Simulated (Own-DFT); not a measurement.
# Which way do the neighbours of a vacancy move? 2H SiC, 71 atoms (C35Si36), with one C vacancy

All numbers below are calculated, not measured. The program, named Own-DFT, is a retired in-house plane-wave density functional code that no person has reviewed. Each row is one single-point run on a periodic cell that was not relaxed, without spin or spin-orbit coupling.

Settings of every run: PBE; PseudoDojo norm-conserving scalar-relativistic files; cutoff 42 hartree; 4 x 4 x 3 k mesh centred on Gamma; Fermi-Dirac smearing of 0.1 eV.

Known limits: not probed for a lower state with spin; forces on such cells moved up to 12 meV/angstrom on a denser k mesh; stress not checked against mesh or cutoff.

Cell vectors in Å: (9.248, 0.000, 0.000); (-4.624, 8.009, 0.000); (0.000, 0.000, 10.068). Every atom was also moved at random, by a Gaussian of width 0.03 Å on each axis. The defect's site can differ from row to row. The empty site has 4 nearest neighbours, all Si. For each, d is its distance from the empty site and R the part of its force along the line away from it, positive outwards. The last column is the rms force component on atoms over 4.5 Å away.

| run | d1 (Å) | d2 (Å) | d3 (Å) | d4 (Å) | R1 (eV/Å) | R2 (eV/Å) | R3 (eV/Å) | R4 (eV/Å) | far F (eV/Å) |
|---|---|---|---|---|---|---|---|---|---|
| 1 | 1.833 | 1.866 | 1.869 | 1.870 | 0.01 | -0.46 | -0.08 | 0.05 | 0.93 |
| 2 | 1.836 | 1.866 | 1.874 | 1.889 | -0.47 | 0.09 | -0.40 | -0.14 | 1.00 |
| 3 | 1.846 | 1.849 | 1.890 | 1.896 | -0.09 | 0.17 | -0.22 | -0.50 | 0.83 |
| 4 | 1.833 | 1.853 | 1.884 | 1.906 | 0.37 | 0.20 | -0.35 | -0.16 | 0.86 |
| 5 | 1.851 | 1.866 | 1.898 | 1.913 | -0.04 | -0.54 | -0.59 | -0.62 | 0.76 |
| 6 | 1.889 | 1.903 | 1.913 | 1.923 | -0.45 | -0.35 | -0.73 | -0.78 | 0.79 |
| 7 | 1.907 | 1.911 | 1.918 | 1.940 | -0.72 | -0.48 | -1.18 | -0.73 | 0.86 |
| 8 | 1.857 | 1.903 | 1.906 | 1.909 | 0.13 | -0.55 | -0.57 | -0.48 | 0.93 |
| 9 | 1.876 | 1.887 | 1.912 | 1.918 | ? | ? | ? | ? | ? |

## Worked fit

A straight line through the 32 neighbours shown gives R = -0.33 - 9.1 (d - 1.883) eV/Å, with a scatter of 0.23 left by the moves of the other atoms. The slope, with an error of 1.4, is the pull back towards the neighbour's own site. The constant, -0.33 ± 0.04 eV/Å, is the force at the mean distance: with one bond gone, the neighbours are pushed inwards, towards the empty site. It shows how a relaxation would start, not where it would end, and it depends somewhat on the width of the random moves.

## Withheld run

Question: what mean R should the neighbours of run 9 feel? Their mean d is 1.898 Å.

The line gives -0.47 ± 0.11 eV/Å, by the scatter of the means of the runs shown. The calculation gave R = -0.78, -0.44, -0.73, -1.00, a mean of -0.74 eV/Å.
